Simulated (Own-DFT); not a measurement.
## Calculated data, GaN (wurtzite, strained, atoms displaced)

All values are calculated (Own-DFT development build). A calculation, not a measurement: plane-wave PBE density functional theory by an unreviewed code, no spin, of a simulated periodic cell, stress positive in tension, free energy of the whole cell less one offset for each atom, forces on such cells passed a denser k mesh, this cell's mesh not checked; offsets are fitted by least squares, one for each functional and potential file, so energies compare only between cells with the same atoms and settings and are not formation energies; the far tail of each file's local potential was reset to the Coulomb form; each entry is a single point on an unrelaxed cell, so the pressure reflects the starting lattice, mostly measured values (interpolated for alloys), from which strain is counted, and rises with the displacements; printed positions are rounded, which can move forces by about a meV/angstrom; the program, named Own-DFT, is a retired in-house code; no spin-orbit coupling.

Settings shared by all entries: functional PBE; potential files PseudoDojo norm-conserving, scalar-relativistic, standard set with the stringent files for Ga; wave cutoff 96 hartree; occupations Gaussian; smearing width 0.01 eV; k mesh 3 x 4 x 3 centred on Gamma.

(1) GaN (wurtzite, strained, atoms displaced)

```
cell vectors (Å)
  12.8169    -0.1051     0.2062
  -4.8746     8.2543    -0.1586
   0.1677    -0.1018    10.5375
atoms (fractions of the cell vectors)
Ga  0.07917  0.21496  0.00329
Ga  0.17086  0.10924  0.25383
N   0.09471  0.23900  0.18902
N   0.15963  0.11086  0.44419
Ga  0.07525  0.20964  0.50136
Ga  0.16411  0.11223  0.73929
N   0.08620  0.21792  0.68678
N   0.16944  0.11716  0.93866
Ga  0.09211  0.55649  0.99947
Ga  0.16591  0.45265  0.25342
N   0.07579  0.55194  0.19175
N   0.16777  0.44492  0.43856
Ga  0.07926  0.54714  0.49899
Ga  0.17101  0.43676  0.74897
N   0.08632  0.55265  0.68231
N   0.17327  0.45290  0.93682
Ga  0.08412  0.89365  0.99793
Ga  0.16838  0.77432  0.25384
N   0.08921  0.89407  0.18580
N   0.16978  0.77406  0.44101
Ga  0.08222  0.89544  0.50284
Ga  0.17698  0.77614  0.75042
N   0.08910  0.89567  0.69512
N   0.17296  0.78006  0.94116
Ga  0.33402  0.21927  0.99709
Ga  0.41083  0.09939  0.24502
N   0.33144  0.22244  0.18580
N   0.42366  0.11549  0.43321
Ga  0.32800  0.22660  0.50280
Ga  0.41768  0.12589  0.74855
N   0.33338  0.21724  0.68235
N   0.41586  0.11364  0.93647
Ga  0.33029  0.54517  0.99324
Ga  0.42196  0.44735  0.24792
N   0.33790  0.55887  0.18568
N   0.41357  0.43750  0.43715
Ga  0.34512  0.56273  0.50671
Ga  0.40769  0.44557  0.74962
N   0.33694  0.57010  0.67825
N   0.41366  0.44031  0.93659
Ga  0.33685  0.89382  0.99630
Ga  0.42227  0.79311  0.25334
N   0.33128  0.88603  0.18786
N   0.41251  0.77125  0.44302
Ga  0.33077  0.87872  0.49432
Ga  0.41533  0.77504  0.74945
N   0.33492  0.88896  0.68098
N   0.42853  0.78673  0.94170
Ga  0.57679  0.21395  0.00344
Ga  0.66109  0.09924  0.25087
N   0.58818  0.22534  0.18884
N   0.66026  0.09693  0.43923
Ga  0.58102  0.22127  0.50846
Ga  0.66277  0.10778  0.75031
N   0.58426  0.22557  0.69046
N   0.67590  0.12116  0.93019
Ga  0.57652  0.54789  0.99860
Ga  0.66012  0.44088  0.24333
N   0.58346  0.56222  0.18777
N   0.66946  0.44284  0.44177
Ga  0.58400  0.56385  0.50230
Ga  0.67167  0.44409  0.74283
N   0.58736  0.56290  0.68303
N   0.67247  0.45489  0.94295
Ga  0.58028  0.88831  0.00126
Ga  0.66147  0.78008  0.25628
N   0.57342  0.89350  0.19046
N   0.67204  0.78598  0.44005
Ga  0.58184  0.89389  0.50217
Ga  0.67097  0.77504  0.75404
N   0.58498  0.88252  0.69062
N   0.66782  0.78563  0.94038
Ga  0.83184  0.21304  0.99481
Ga  0.92490  0.11417  0.25153
N   0.83741  0.23144  0.18714
N   0.92075  0.11813  0.43257
Ga  0.83882  0.22488  0.50689
Ga  0.91967  0.11194  0.74498
N   0.83810  0.21793  0.68380
N   0.92094  0.11682  0.93224
Ga  0.82633  0.54959  0.99619
Ga  0.91296  0.44543  0.25205
N   0.83580  0.54864  0.18888
N   0.92093  0.44648  0.43369
Ga  0.83989  0.56364  0.50302
Ga  0.91308  0.45068  0.75422
N   0.82957  0.55500  0.69476
N   0.91405  0.43611  0.94009
Ga  0.82567  0.87847  0.00011
Ga  0.92425  0.78572  0.25869
N   0.83474  0.88963  0.18478
N   0.91780  0.77486  0.44092
Ga  0.84491  0.88827  0.49826
Ga  0.91537  0.77032  0.75258
N   0.82901  0.90101  0.68975
N   0.90818  0.76654  0.94013
```

- free energy of cell above offsets: -2.959 eV
- pressure: 5.17 GPa
- stress xx: -5.26 GPa
- stress yy: -9.13 GPa
- stress zz: -1.12 GPa
- stress yz: -2.66 GPa
- stress xz: 2.68 GPa
- stress xy: -3 GPa

Force:
```tsv
element	x (eV/Å)	y (eV/Å)	z (eV/Å)
Ga	0.237	1.021	0.173
Ga	-1.153	1.168	-0.268
N	0.015	-2.29	-0.271
N	1.589	-0.319	-1.06
Ga	-0.124	2.974	-0.245
Ga	0.928	0.135	2.224
N	-0.51	0.498	-0.508
N	-0.09	-0.525	-0.948
Ga	-2.239	-0.049	0.718
Ga	0.899	0.648	0.231
N	1.57	0.803	-0.915
N	0.669	-0.468	0.57
Ga	1.044	0.635	0.132
Ga	-1.683	1.213	-0.242
N	-0.435	-0.252	1.32
N	-0.116	-1.685	-1.054
Ga	-0.035	-0.737	-0.071
Ga	-0.954	-0.172	-0.163
N	-0.104	-0.727	0.505
N	-1.889	0.331	-0.532
Ga	1.957	-1.247	0.689
Ga	-1.467	-0.249	0.04
N	-0.305	-2.314	-0.997
N	-0.775	-0.006	-0.663
Ga	-1.124	0.129	0.944
Ga	0.146	2.53	1.058
N	1.379	-0.078	-0.051
N	-1.604	-0.942	0.387
Ga	1.583	-1.091	-1.189
Ga	0.963	-1.975	0.041
N	-1.104	1.407	0.667
N	0.494	-0.09	-0.513
Ga	0.328	2.032	2.248
Ga	-1.891	-0.345	0.39
N	-0.254	0.325	0.059
N	0.444	1.293	-0.056
Ga	-1.645	-1.547	-2.939
Ga	1.655	0.438	-0.524
N	0.506	-2.757	2.653
N	0.469	-0.133	-0.937
Ga	0.474	-0.836	0.575
Ga	-1.941	-3.241	0.562
N	0.329	-0.554	-0.795
N	1.166	0.969	-1.283
Ga	-0.203	1.853	0.811
Ga	0.301	2.486	0.794
N	0.866	1.029	0.856
N	-2.829	-1.767	-1.486
Ga	1.503	1.359	-0.373
Ga	0.903	3.605	0.796
N	-0.862	-1.792	-0.67
N	0.23	2.95	-0.211
Ga	0.633	0.14	-1.717
Ga	0.852	-0.088	-0.576
N	0.32	-0.79	0.18
N	-1.94	-1.337	1.009
Ga	0.636	1.396	0.122
Ga	1.255	1.384	1.409
N	0.742	-0.376	-0.48
N	-0.404	0.686	-0.203
Ga	0.878	-0.818	-0.878
Ga	-2.783	0.136	1.681
N	-0.278	-1.621	1.231
N	-2.405	-2.338	-1.528
Ga	1.683	1.53	0.306
Ga	0.746	0.754	-0.48
N	3.229	-0.892	-1.597
N	-0.046	-0.348	-0.158
Ga	0.697	-1.66	1.119
Ga	-1.55	0.671	0.077
N	-0.589	0.281	-0.251
N	-0.476	-1.476	-0.108
Ga	0.317	1.305	1.397
Ga	-1.158	0.725	-1.275
N	0.163	-2.58	-0.146
N	-0.216	-1.504	0.804
Ga	-1.146	-0.327	-1.689
Ga	-0.492	1.099	1.383
N	-1.218	0.984	1.049
N	0.36	-1.332	0.227
Ga	2.727	0.125	2.08
Ga	0.023	-0.378	-0.253
N	-1.812	1.644	-0.15
N	-1.229	-0.363	1.254
Ga	-0.368	-2.363	-0.37
Ga	2	-1.049	0.122
N	1.899	0.518	-1.825
N	0.329	1.393	-0.568
Ga	0.987	1.332	0.211
Ga	-0.647	-1.358	-2.262
N	-0.041	-0.176	1
N	0.882	0.69	-0.164
Ga	-3.227	1.069	0.771
Ga	-0.327	2.221	0.623
N	2.688	-2.113	-1.307
N	0.992	1.557	-0.55
```

(2) GaN (wurtzite, strained, atoms displaced)

```
cell vectors (Å)
  13.0013    -0.0019    -0.0407
  -4.8767     8.2943    -0.1195
  -0.0331    -0.1686    10.5127
atoms (fractions of the cell vectors)
Ga  0.07994  0.23167  0.00192
Ga  0.16283  0.10691  0.25903
N   0.08116  0.21913  0.19686
N   0.16861  0.11472  0.44581
Ga  0.07914  0.22344  0.49439
Ga  0.17009  0.11740  0.75003
N   0.07900  0.21458  0.69143
N   0.16932  0.12408  0.94114
Ga  0.08287  0.55333  0.99816
Ga  0.16772  0.44174  0.25283
N   0.08108  0.54969  0.18770
N   0.17812  0.45261  0.43894
Ga  0.08260  0.55579  0.50292
Ga  0.16911  0.43939  0.76036
N   0.07470  0.54967  0.68716
N   0.17194  0.45661  0.93775
Ga  0.08459  0.89071  0.99549
Ga  0.16422  0.77474  0.25614
N   0.08776  0.89912  0.18551
N   0.16217  0.77738  0.45184
Ga  0.07756  0.89283  0.48908
Ga  0.16926  0.78403  0.75603
N   0.08879  0.89610  0.68990
N   0.17528  0.78331  0.94488
Ga  0.33263  0.21892  0.00116
Ga  0.41771  0.11601  0.25108
N   0.32705  0.21246  0.19144
N   0.41264  0.09555  0.43970
Ga  0.34083  0.22385  0.49626
Ga  0.41562  0.10986  0.74546
N   0.33647  0.21871  0.68852
N   0.41507  0.10873  0.94105
Ga  0.32510  0.55021  0.99626
Ga  0.41718  0.43597  0.25069
N   0.32558  0.54368  0.18286
N   0.42409  0.44967  0.43707
Ga  0.33789  0.56891  0.50378
Ga  0.41289  0.44353  0.75117
N   0.33462  0.54987  0.67947
N   0.41953  0.44614  0.93037
Ga  0.33343  0.89034  0.00052
Ga  0.41776  0.78191  0.24567
N   0.32358  0.87657  0.19002
N   0.42039  0.78640  0.44048
Ga  0.32499  0.88049  0.50656
Ga  0.41798  0.78187  0.74663
N   0.33480  0.88754  0.69045
N   0.41387  0.77583  0.93442
Ga  0.58670  0.21574  0.99957
Ga  0.66674  0.10862  0.24710
N   0.57930  0.22051  0.18857
N   0.67409  0.12213  0.43571
Ga  0.58171  0.21419  0.50433
Ga  0.66423  0.11992  0.75487
N   0.58348  0.22963  0.69459
N   0.66689  0.10197  0.93895
Ga  0.58718  0.56279  0.99659
Ga  0.66563  0.45397  0.24419
N   0.58791  0.55221  0.18079
N   0.67164  0.44796  0.43390
Ga  0.58545  0.56151  0.51004
Ga  0.66244  0.44348  0.74918
N   0.57244  0.54379  0.68615
N   0.66836  0.44954  0.93663
Ga  0.58264  0.88853  0.99891
Ga  0.66613  0.78702  0.24570
N   0.57722  0.88164  0.19082
N   0.66326  0.77426  0.43664
Ga  0.58044  0.87833  0.49785
Ga  0.66520  0.77596  0.75005
N   0.57788  0.87764  0.68219
N   0.67182  0.79262  0.93764
Ga  0.83667  0.22809  0.99726
Ga  0.92314  0.11517  0.25113
N   0.83675  0.22354  0.18927
N   0.91484  0.11817  0.44190
Ga  0.83614  0.21820  0.50204
Ga  0.90991  0.11753  0.74657
N   0.83607  0.22047  0.69115
N   0.91551  0.11545  0.94026
Ga  0.83417  0.55699  0.99986
Ga  0.91790  0.44671  0.25022
N   0.83138  0.55942  0.19303
N   0.91673  0.44641  0.43703
Ga  0.84132  0.55925  0.49892
Ga  0.91285  0.43521  0.74849
N   0.83380  0.55649  0.67938
N   0.91859  0.45593  0.93283
Ga  0.83529  0.88952  0.00073
Ga  0.91278  0.77390  0.25242
N   0.82518  0.87906  0.19101
N   0.91976  0.77152  0.43738
Ga  0.83049  0.87583  0.50234
Ga  0.92107  0.77778  0.75123
N   0.83621  0.88730  0.68482
N   0.91371  0.76794  0.93729
```

* free energy of cell above offsets: -5.955 eV
* pressure: 0.4 GPa
* stress xx: 0.2 GPa
* stress yy: -1.58 GPa
* stress zz: 0.18 GPa
* stress yz: -2.83 GPa
* stress xz: -0.97 GPa
* stress xy: -0.24 GPa

Force:
```tsv
element	x (eV/Å)	y (eV/Å)	z (eV/Å)
Ga	1.112	-0.734	0.262
Ga	0.418	1.063	-0.511
N	0.503	0.111	-1.099
N	-0.286	0.203	-0.725
Ga	1.04	0.798	1.362
Ga	-0.05	-0.187	0.006
N	-0.315	0.809	-0.373
N	-0.444	-0.746	-0.193
Ga	-0.505	1.21	0.533
Ga	-0.203	0.763	0.166
N	-0.049	0.158	-0.025
N	-1.673	-0.633	-0.022
Ga	0.185	-0.522	-0.032
Ga	-0.768	0.372	-2.921
N	1.426	0.451	0.977
N	-1.564	-1.785	0.342
Ga	0.034	0.458	0.492
Ga	-0.226	0.119	-0.264
N	-0.497	-2.171	0.451
N	-0.067	-0.011	-1.674
Ga	1.787	0.311	2.276
Ga	-0.28	-0.761	-0.649
N	-0.353	-0.818	-0.112
N	-1.922	-0.905	-0.951
Ga	0.111	0.721	0.068
Ga	0.087	-1.338	0.002
N	0.188	0.405	-0.14
N	-0.039	1.28	0.004
Ga	-0.491	0.225	0.638
Ga	-0.034	0.3	1.216
N	-0.741	0.231	-0.485
N	0.562	0.359	-0.58
Ga	2.798	1.25	0.915
Ga	-0.35	1.103	-0.341
N	1.031	0.765	0.403
N	-0.677	-0.385	0.092
Ga	0.944	-0.992	-1.384
Ga	0.28	-0.361	-0.745
N	-1.01	0.363	2.197
N	-0.564	-0.038	1.622
Ga	0.951	0.138	0.719
Ga	-1.094	-1.346	0.714
N	0.857	1.158	-0.042
N	-0.732	-0.641	-0.762
Ga	0.73	0.443	-0.573
Ga	0.24	-0.955	0.407
N	-0.397	-0.325	0.051
N	0.432	0.191	0.375
Ga	-1.361	0.786	0.229
Ga	-0.211	1.096	0.563
N	0.878	-0.077	-0.371
N	-0.218	-1.514	0.49
Ga	0.109	1.155	-1.051
Ga	0.856	-1.323	-0.934
N	0.419	-1.873	-0.843
N	-0.288	1.486	-0.143
Ga	-0.339	-0.344	-0.167
Ga	1.381	-1.333	1.459
N	-2.399	1.095	0.029
N	-0.697	-0.191	0.783
Ga	0.821	-1.084	-2.14
Ga	0.55	1.855	0.114
N	1.024	1.198	1.331
N	0.349	-0.725	0.043
Ga	-0.604	-0.907	0.216
Ga	0.395	-1.828	0.805
N	0.24	0.892	-1.044
N	0.815	0.429	-0.246
Ga	0.099	1.814	-0.002
Ga	0.208	0.111	-0.306
N	0.364	1.426	0.87
N	0.342	-1.263	-0.152
Ga	-0.308	0.053	0.812
Ga	-1.6	-0.836	0.22
N	-0.468	-0.533	-0.637
N	1.672	-1.815	-0.89
Ga	-1.814	1.312	-0.207
Ga	3.082	-1.768	0.937
N	-2.682	-0.231	-0.838
N	0.423	-0.186	-0.407
Ga	-0.498	-0.409	0.673
Ga	-0.401	-0.014	0.228
N	0.93	-1.12	-1.243
N	1.069	-0.567	0.077
Ga	-1.166	-1.41	-0.26
Ga	-0.463	2.24	-0.348
N	-0.185	-0.61	1.579
N	0.513	-1.329	0.667
Ga	0.15	0.131	0.086
Ga	0.397	1.116	-0.62
N	1.029	1.432	-0.356
N	-1.649	0.914	-0.475
Ga	-0.377	0.875	-0.618
Ga	-0.007	0.147	-0.586
N	-0.703	-0.222	0.908
N	-0.061	1.842	0.081
```

(3) GaN (wurtzite, strained, atoms displaced)

```
cell vectors (Å)
  12.5205    -0.2543    -0.1633
  -4.8604     8.5267     0.1208
  -0.1327     0.0746    10.3898
atoms (fractions of the cell vectors)
Ga  0.08299  0.22934  0.99768
Ga  0.17076  0.11039  0.25201
N   0.08197  0.21091  0.17943
N   0.17216  0.11059  0.43457
Ga  0.08981  0.22344  0.51035
Ga  0.16527  0.11079  0.75187
N   0.08232  0.21043  0.68870
N   0.16524  0.10545  0.94204
Ga  0.07921  0.55192  0.99221
Ga  0.17509  0.45748  0.24793
N   0.08727  0.55442  0.18841
N   0.16157  0.44226  0.44499
Ga  0.08735  0.55322  0.50482
Ga  0.16211  0.44976  0.74899
N   0.08475  0.55545  0.68906
N   0.17111  0.45657  0.92738
Ga  0.09242  0.89831  0.00423
Ga  0.17193  0.78134  0.24626
N   0.08168  0.89603  0.18708
N   0.16858  0.77594  0.44032
Ga  0.07058  0.87401  0.49868
Ga  0.17581  0.78321  0.74692
N   0.08406  0.88740  0.69095
N   0.16952  0.77985  0.93751
Ga  0.33669  0.22548  0.99135
Ga  0.41689  0.10733  0.25491
N   0.33063  0.22182  0.18431
N   0.42006  0.11298  0.44145
Ga  0.33496  0.22860  0.49822
Ga  0.41039  0.11091  0.75032
N   0.32861  0.21901  0.68731
N   0.41798  0.11213  0.91852
Ga  0.33073  0.55128  0.99728
Ga  0.41207  0.44421  0.25213
N   0.32971  0.56087  0.19175
N   0.42136  0.44218  0.43753
Ga  0.33015  0.55480  0.49771
Ga  0.41603  0.44746  0.75210
N   0.33363  0.55226  0.69020
N   0.41144  0.43969  0.94708
Ga  0.33650  0.88685  0.99967
Ga  0.41839  0.78007  0.25793
N   0.33247  0.88316  0.19047
N   0.41901  0.77495  0.44402
Ga  0.33069  0.88296  0.51039
Ga  0.41648  0.77404  0.74949
N   0.33670  0.88276  0.68003
N   0.41100  0.76841  0.94126
Ga  0.58462  0.22973  0.00662
Ga  0.66679  0.11310  0.25615
N   0.57805  0.22637  0.18756
N   0.66042  0.12021  0.43363
Ga  0.58800  0.22696  0.49927
Ga  0.66399  0.12107  0.74431
N   0.58392  0.22447  0.68107
N   0.66030  0.10987  0.94725
Ga  0.58840  0.55497  0.00232
Ga  0.66394  0.43649  0.25524
N   0.57953  0.55011  0.18682
N   0.66461  0.44615  0.43409
Ga  0.58596  0.56369  0.50435
Ga  0.66576  0.44498  0.74247
N   0.58262  0.55221  0.69393
N   0.66045  0.42738  0.93313
Ga  0.58267  0.89685  0.00226
Ga  0.67017  0.77348  0.24892
N   0.58715  0.88567  0.19624
N   0.66064  0.77087  0.44364
Ga  0.59155  0.89559  0.49470
Ga  0.67028  0.77992  0.74543
N   0.59160  0.89278  0.69135
N   0.67159  0.77330  0.93947
Ga  0.83267  0.23185  0.99724
Ga  0.92449  0.11607  0.24916
N   0.83394  0.22304  0.19005
N   0.91534  0.11682  0.43167
Ga  0.83176  0.22781  0.50613
Ga  0.91841  0.10970  0.75037
N   0.83594  0.23080  0.68765
N   0.91632  0.10817  0.94540
Ga  0.82683  0.55162  0.99965
Ga  0.92101  0.44370  0.24771
N   0.83152  0.55827  0.18460
N   0.91528  0.43999  0.44719
Ga  0.84492  0.56212  0.49463
Ga  0.91934  0.45004  0.75197
N   0.83214  0.55168  0.69573
N   0.91786  0.44813  0.93733
Ga  0.82984  0.89361  0.00025
Ga  0.92020  0.76831  0.25712
N   0.83785  0.89291  0.18189
N   0.91552  0.78375  0.43617
Ga  0.84116  0.90197  0.49474
Ga  0.91706  0.78152  0.74998
N   0.83803  0.89182  0.67961
N   0.91690  0.78079  0.94026
```

- free energy of cell above offsets: -3.169 eV
- pressure: 7.24 GPa
- stress xx: -12.03 GPa
- stress yy: -2.04 GPa
- stress zz: -7.66 GPa
- stress yz: 2.26 GPa
- stress xz: -2.52 GPa
- stress xy: -5.64 GPa

Force:
```tsv
element	x (eV/Å)	y (eV/Å)	z (eV/Å)
Ga	1.353	-0.269	-0.097
Ga	-0.978	-0.067	-0.629
N	0.621	2.369	1.038
N	-1.83	-0.759	0.982
Ga	-0.305	-0.566	-2.291
Ga	0.644	-1.246	0.698
N	-0.833	2.011	0.706
N	-0.693	1.544	-1.153
Ga	1.545	1.747	1.228
Ga	-1.791	-3.055	1.237
N	-0.796	0.917	-0.734
N	0.673	-0.6	-1.041
Ga	-0.777	0.638	-0.563
Ga	1.865	-1.345	-0.718
N	-0.625	1.162	-0.091
N	-1.176	-1.777	1.508
Ga	-0.932	-1.646	-0.632
Ga	-1.787	-0.764	0.764
N	1.713	-1.034	0.86
N	-1.33	-0.714	-0.542
Ga	3.538	2.681	1.175
Ga	-1.494	-0.623	0.785
N	0.49	0.128	-0.862
N	-0.493	-0.441	-0.112
Ga	0.211	-1.11	1.154
Ga	-1.347	0.023	0.016
N	1.447	0.379	-0.039
N	-0.989	-0.853	-0.003
Ga	1.317	-0.796	0.396
Ga	1.009	-0.121	-3.54
N	0.435	1.154	-0.157
N	-0.105	-0.519	5.05
Ga	0.832	0.613	1.111
Ga	0.5	-0.476	-0.768
N	2.599	0.827	-1.035
N	-1.671	0.594	0.257
Ga	1.544	0.033	0.609
Ga	0.113	-1.152	0.538
N	-0.594	0.559	-0.538
N	0.522	1.107	-1.415
Ga	-0.064	0.611	-0.079
Ga	0.378	-0.308	-0.416
N	1.125	1.653	-0.75
N	-0.836	0.206	-0.096
Ga	0.936	1.295	-3.645
Ga	0.896	0.017	0.2
N	0.091	1.058	3.338
N	0.488	0.917	-0.578
Ga	-0.223	-2	-0.855
Ga	0.088	-0.29	-1.88
N	1.38	-0.629	0.402
N	2.006	-1.236	1.187
Ga	-1.282	0.728	-0.07
Ga	1.033	-1.371	1.359
N	-0.939	0.346	0.686
N	0.141	0.718	-1.413
Ga	-0.351	-0.176	-0.377
Ga	-0.676	0.98	-0.993
N	0.533	0.539	0.522
N	0.722	0.648	1.635
Ga	0.711	-1.327	0.011
Ga	0.034	-1.091	0.903
N	-0.247	1.036	-0.69
N	-0.555	2.29	-0.201
Ga	1.007	-1.465	0.377
Ga	0.134	-0.208	0.045
N	-0.772	0.906	-0.552
N	1.048	1.707	-1.036
Ga	-0.61	0.017	0.967
Ga	0.241	-0.446	0.959
N	-1.103	0.622	-0.598
N	-2.491	-0.382	-1.03
Ga	0.747	-1.262	0.725
Ga	-1.074	-0.902	-0.673
N	0.024	0.579	-0.365
N	0.244	0.223	1.411
Ga	0.559	-0.906	-1.109
Ga	-1.122	-0.357	0.588
N	0.51	-0.506	1.054
N	-1.47	1.117	-1.863
Ga	0.597	1.455	-0.6
Ga	-0.858	-0.347	0.484
N	0.88	-0.798	0.974
N	0.219	1.069	-1.595
Ga	-1.892	-0.85	1.218
Ga	-0.399	-0.501	-0.306
N	0.465	1.554	-1.683
N	-1.381	-0.744	-0.113
Ga	2.339	-0.256	0.394
Ga	-1.499	1.056	-2.455
N	0.167	-0.418	2.092
N	-1.231	-1.602	-0.009
Ga	-1.034	-0.552	-0.077
Ga	0.225	-0.866	1.032
N	-0.226	0.35	0.622
N	-0.053	-0.45	-0.224
```
